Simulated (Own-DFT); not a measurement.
# Response to strain: wurtzite GaN, 72 atoms (Ga36N36)

All numbers below are calculated, not measured. The program, named Own-DFT, is a retired in-house plane-wave density functional code that no person has reviewed. Each row is one single-point run on a periodic cell that was not relaxed, without spin or spin-orbit coupling.

Settings of every run: PBE; PseudoDojo norm-conserving scalar-relativistic files (stringent for Ga); cutoff 96 hartree; 4 x 4 x 3 k mesh centred on Gamma; Gaussian smearing of 0.01 eV.

Known limits: forces not confirmed at this smearing and k mesh; stress not checked against mesh or cutoff.

Unstrained cell vectors in Å: (9.567, 0.000, 0.000); (-4.784, 8.285, 0.000); (0.000, 0.000, 10.370). The unstrained cell has measured lattice constants (interpolated for alloys), not those of this functional. That, the random moves and any unrelaxed bonds set the pressure at no strain. Each run strains this cell uniformly, with the atoms carried along. Every atom was also moved at random, by a Gaussian of width 0.05 Å on each axis. Strain is the symmetric tensor, in per cent. Stress is positive in tension, and the pressure is minus a third of its trace.

```
run,e_xx (%),e_yy (%),e_zz (%),e_yz (%),e_xz (%),e_xy (%),s_xx (GPa),s_yy (GPa),s_zz (GPa),s_yz (GPa),s_xz (GPa),s_xy (GPa),P (GPa),E (meV/atom)
1,1.18,-1.01,-1.88,1.76,0.28,-1.27,-4.71,-13.22,-17.03,4.54,0.88,-3.86,11.65,40.7
2,-0.91,1.19,0.72,0.48,1.95,0.04,-9.19,-3.50,-3.36,1.14,3.89,1.49,5.35,5.0
3,-0.54,-0.62,0.51,0.93,-0.50,-0.05,-9.87,-9.43,-6.47,2.14,-0.87,1.20,8.59,7.3
4,1.23,-1.00,1.58,-0.64,1.98,-0.85,-3.63,-7.47,-1.92,0.15,4.20,-3.24,4.34,22.0
5,-0.23,1.57,0.92,0.06,1.05,1.60,-6.20,-0.13,-3.42,-0.38,2.49,5.25,3.25,5.6
6,1.64,-1.50,-0.76,-0.61,1.12,-1.64,-3.91,-11.16,-11.42,-2.11,2.77,-4.27,8.83,27.1
7,-1.44,-1.86,-1.10,-1.21,0.23,1.37,-16.88,-18.52,-14.66,-2.95,0.67,4.37,16.69,35.4
8,-0.41,-1.47,-1.82,0.46,1.58,-1.48,-14.24,-15.32,-18.13,-0.69,2.79,-6.01,15.90,60.2
9,0.74,-1.47,1.83,-0.51,-1.39,1.35,-6.21,-10.02,-0.22,-1.52,-3.52,4.65,5.49,12.2
10,1.12,0.08,0.12,1.10,0.99,1.38,-3.67,-5.76,-5.39,2.17,3.13,2.77,4.94,12.9
11,1.45,-0.16,0.08,-0.86,-0.36,1.12,-2.42,-6.47,-5.50,-1.81,-0.55,3.05,4.80,11.0
12,1.71,-0.85,-0.92,-0.63,-1.56,-1.40,-3.62,-9.09,-9.58,-0.20,-2.18,-5.69,7.43,13.4
13,-0.27,-0.45,0.32,1.69,1.75,0.12,-8.31,-8.99,-6.85,3.73,3.73,-0.65,8.05,11.0
14,-1.66,-0.98,0.16,0.70,0.05,-1.05,-13.48,-15.89,-7.85,2.04,-1.07,-2.10,12.41,26.0
15,1.47,-0.29,0.15,-1.91,-1.58,-0.85,-1.29,-7.00,-7.42,-5.16,-2.91,-2.90,5.24,16.3
16,1.63,-0.01,0.31,-1.54,-1.10,0.35,-0.31,-4.59,-5.53,-3.59,-2.55,0.82,3.48,0.0
17,-0.39,-0.03,-1.15,-0.87,0.02,1.17,?,?,?,?,?,?,?,?
```

E is the free energy for each atom above the lowest run shown.

## Worked fit

Each stress component was fitted by least squares to a constant and the strains of the runs shown, as fractions, with shears doubled. Shear strains stay in the fit of a normal stress only where such slopes are resolved. The slopes, in GPa:

```
stress  at no strain  per e_xx  per e_yy  per e_zz  scatter
  s_xx          -7.6  379 ± 22  143 ± 29   72 ± 26     0.98
  s_yy          -7.7  162 ± 19  394 ± 26  125 ± 23     0.87
  s_zz          -7.6   57 ± 22   88 ± 30  438 ± 26     1.00
```

Each shear stress against twice its own strain: yz 121 ± 13, xz 107 ± 6, xy 142 ± 13 GPa. These are stiffnesses along x, y and z of the frame in which the cell vectors are given, which need not be the crystal's axes. The atoms are held to the strained lattice; where symmetry lets them move under strain, relaxing them would lower some slopes. The table should be nearly symmetric about its diagonal, and what it lacks of that shows the noise. A ninth of its sum, 206 ± 4 GPa, estimates the bulk modulus near the mean pressure of these runs, 7.9 GPa, so it lies above the value at zero pressure.

## Withheld run

Question: what normal stresses and pressure should run 17 give?

The fit gives s_xx = -9.9, s_yy = -9.9, s_zz = -12.9 and P = 10.9 GPa. The calculation gave -8.66, -8.60, -14.26 and P = 10.51 GPa.
